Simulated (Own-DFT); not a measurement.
Simulation results for SiGe (diamond-structure random alloy)

All values are calculated (Own-DFT development build). A calculation, not a measurement: plane-wave PBEsol density functional theory by an unreviewed code, no spin, of a simulated periodic cell, stress positive in tension, free energy of the whole cell less one offset for each atom, forces on such cells passed a denser k mesh, this cell's mesh not checked; offsets are fitted by least squares, one for each functional and potential file, so energies compare only between cells with the same atoms and settings and are not formation energies; the far tail of each file's local potential was reset to the Coulomb form; each entry is a single point on an unrelaxed cell, so the pressure reflects the starting lattice, mostly measured values, from which strain is counted, and rises with the displacements; printed positions are rounded, which can move forces by about a meV/angstrom; the program is a retired in-house code; no spin-orbit coupling.

### SiGe (diamond-structure random alloy)

```cif
# cell vector a (Å): 11.0890 0.0000 0.0000
# cell vector b (Å): 0.0000 11.0890 0.0000
# cell vector c (Å): 0.0000 0.0000 11.0890
data_SiGe
_symmetry_space_group_name_H-M 'P 1'
_symmetry_Int_Tables_number 1
_cell_length_a 11.0890
_cell_length_b 11.0890
_cell_length_c 11.0890
_cell_angle_alpha 90.000
_cell_angle_beta 90.000
_cell_angle_gamma 90.000
_cell_volume 1363.57
loop_
_atom_site_label
_atom_site_type_symbol
_atom_site_fract_x
_atom_site_fract_y
_atom_site_fract_z
_atom_site_occupancy
Ge1 Ge 0.00000 0.00000 0.00000 1
Ge2 Ge 0.00000 0.25000 0.25000 1
Si1 Si 0.25000 0.00000 0.25000 1
Ge3 Ge 0.25000 0.25000 0.00000 1
Ge4 Ge 0.12500 0.12500 0.12500 1
Si2 Si 0.12500 0.37500 0.37500 1
Ge5 Ge 0.37500 0.12500 0.37500 1
Si3 Si 0.37500 0.37500 0.12500 1
Si4 Si 0.00000 0.00000 0.50000 1
Si5 Si 0.00000 0.25000 0.75000 1
Ge6 Ge 0.25000 0.00000 0.75000 1
Ge7 Ge 0.25000 0.25000 0.50000 1
Si6 Si 0.12500 0.12500 0.62500 1
Si7 Si 0.12500 0.37500 0.87500 1
Si8 Si 0.37500 0.12500 0.87500 1
Si9 Si 0.37500 0.37500 0.62500 1
Si10 Si 0.00000 0.50000 0.00000 1
Ge8 Ge 0.00000 0.75000 0.25000 1
Si11 Si 0.25000 0.50000 0.25000 1
Ge9 Ge 0.25000 0.75000 0.00000 1
Ge10 Ge 0.12500 0.62500 0.12500 1
Ge11 Ge 0.12500 0.87500 0.37500 1
Si12 Si 0.37500 0.62500 0.37500 1
Si13 Si 0.37500 0.87500 0.12500 1
Ge12 Ge 0.00000 0.50000 0.50000 1
Ge13 Ge 0.00000 0.75000 0.75000 1
Ge14 Ge 0.25000 0.50000 0.75000 1
Ge15 Ge 0.25000 0.75000 0.50000 1
Si14 Si 0.12500 0.62500 0.62500 1
Ge16 Ge 0.12500 0.87500 0.87500 1
Si15 Si 0.37500 0.62500 0.87500 1
Si16 Si 0.37500 0.87500 0.62500 1
Si17 Si 0.50000 0.00000 0.00000 1
Ge17 Ge 0.50000 0.25000 0.25000 1
Si18 Si 0.75000 0.00000 0.25000 1
Ge18 Ge 0.75000 0.25000 0.00000 1
Ge19 Ge 0.62500 0.12500 0.12500 1
Ge20 Ge 0.62500 0.37500 0.37500 1
Si19 Si 0.87500 0.12500 0.37500 1
Ge21 Ge 0.87500 0.37500 0.12500 1
Ge22 Ge 0.50000 0.00000 0.50000 1
Si20 Si 0.50000 0.25000 0.75000 1
Si21 Si 0.75000 0.00000 0.75000 1
Si22 Si 0.75000 0.25000 0.50000 1
Si23 Si 0.62500 0.12500 0.62500 1
Si24 Si 0.62500 0.37500 0.87500 1
Si25 Si 0.87500 0.12500 0.87500 1
Si26 Si 0.87500 0.37500 0.62500 1
Si27 Si 0.50000 0.50000 0.00000 1
Ge23 Ge 0.50000 0.75000 0.25000 1
Ge24 Ge 0.75000 0.50000 0.25000 1
Si28 Si 0.75000 0.75000 0.00000 1
Ge25 Ge 0.62500 0.62500 0.12500 1
Si29 Si 0.62500 0.87500 0.37500 1
Si30 Si 0.87500 0.62500 0.37500 1
Ge26 Ge 0.87500 0.87500 0.12500 1
Ge27 Ge 0.50000 0.50000 0.50000 1
Ge28 Ge 0.50000 0.75000 0.75000 1
Si31 Si 0.75000 0.50000 0.75000 1
Ge29 Ge 0.75000 0.75000 0.50000 1
Ge30 Ge 0.62500 0.62500 0.62500 1
Ge31 Ge 0.62500 0.87500 0.87500 1
Si32 Si 0.87500 0.62500 0.87500 1
Ge32 Ge 0.87500 0.87500 0.62500 1
```

Here we set functional PBEsol, potential files PseudoDojo norm-conserving, scalar-relativistic, made for PBE, standard set, wave cutoff 42 hartree, occupations Fermi-Dirac, smearing width 0.1 eV, hardware one NVIDIA H100 and k mesh 3 x 3 x 3 centred on Gamma.

The calculation gives: free energy of cell above offsets -3.830 eV; pressure 0.32 GPa; stress xx -0.32 GPa; stress yy -0.32 GPa; stress zz -0.32 GPa; stress yz -0.01 GPa; stress xz 0.01 GPa; stress xy 0 GPa; wall time 475.3 s.

Force:
| element | x (eV/Å) | y (eV/Å) | z (eV/Å) |
| --- | --- | --- | --- |
| Ge | -0.245 | 0.247 | -0.257 |
| Ge | 0.015 | 0.013 | 0.487 |
| Si | 0.223 | -0.21 | -0.222 |
| Ge | 0.244 | 0.249 | -0.243 |
| Ge | 0.253 | -0.256 | 0.252 |
| Si | 0.221 | 0.209 | -0.208 |
| Ge | -0.252 | -0.246 | -0.26 |
| Si | 0.007 | 0.429 | 0 |
| Si | -0.001 | 0.441 | 0.013 |
| Si | -0.01 | -0.009 | 0.005 |
| Ge | 0.249 | 0.234 | -0.254 |
| Ge | -0.247 | 0.252 | 0.242 |
| Si | -0.438 | 0.007 | -0.01 |
| Si | -0.437 | 0.007 | 0 |
| Si | 0.437 | -0.001 | 0.005 |
| Si | 0.208 | -0.213 | 0.21 |
| Si | 0.001 | -0.017 | -0.43 |
| Ge | -0.264 | -0.26 | 0.257 |
| Si | 0.217 | -0.225 | 0.221 |
| Ge | 0.5 | 0 | -0.009 |
| Ge | -0.005 | -0.492 | -0.004 |
| Ge | 0 | 0.502 | -0.009 |
| Si | -0.215 | -0.224 | -0.206 |
| Si | -0.01 | 0.449 | 0 |
| Ge | 0.007 | 0.019 | -0.011 |
| Ge | 0.018 | -0.489 | -0.01 |
| Ge | 0.001 | 0.006 | -0.002 |
| Ge | 0.248 | -0.25 | 0.264 |
| Si | 0.002 | -0.002 | 0.007 |
| Ge | 0.001 | -0.005 | 0.002 |
| Si | 0.217 | -0.213 | 0.216 |
| Si | 0.009 | -0.008 | 0.006 |
| Si | -0.433 | 0.004 | 0.008 |
| Ge | -0.246 | 0.242 | -0.243 |
| Si | -0.019 | -0.014 | 0.438 |
| Ge | 0.008 | -0.003 | -0.498 |
| Ge | -0.014 | -0.485 | -0.001 |
| Ge | 0.239 | -0.243 | 0.24 |
| Si | -0.211 | -0.22 | 0.232 |
| Ge | 0.247 | 0.252 | -0.251 |
| Ge | 0.242 | -0.259 | 0.242 |
| Si | 0 | 0.01 | -0.004 |
| Si | 0.013 | 0.449 | 0.004 |
| Si | 0.21 | -0.217 | 0.229 |
| Si | 0.232 | 0.21 | 0.224 |
| Si | -0.213 | 0.213 | -0.216 |
| Si | -0.01 | 0 | -0.441 |
| Si | -0.218 | -0.224 | 0.222 |
| Si | -0.226 | -0.205 | -0.227 |
| Ge | -0.244 | 0.257 | 0.246 |
| Ge | 0.262 | 0.253 | 0.251 |
| Si | 0.208 | -0.217 | -0.211 |
| Ge | 0.014 | 0.001 | -0.498 |
| Si | 0.223 | 0.217 | -0.21 |
| Si | -0.005 | 0.007 | -0.008 |
| Ge | -0.495 | -0.012 | -0.002 |
| Ge | -0.493 | -0.014 | 0.009 |
| Ge | -0.503 | -0.006 | 0 |
| Si | 0.203 | -0.224 | 0.217 |
| Ge | 0.006 | -0.002 | -0.51 |
| Ge | 0.234 | -0.244 | 0.241 |
| Ge | 0.245 | 0.248 | 0.245 |
| Si | -0.214 | -0.222 | 0.224 |
| Ge | 0 | 0.504 | -0.004 |
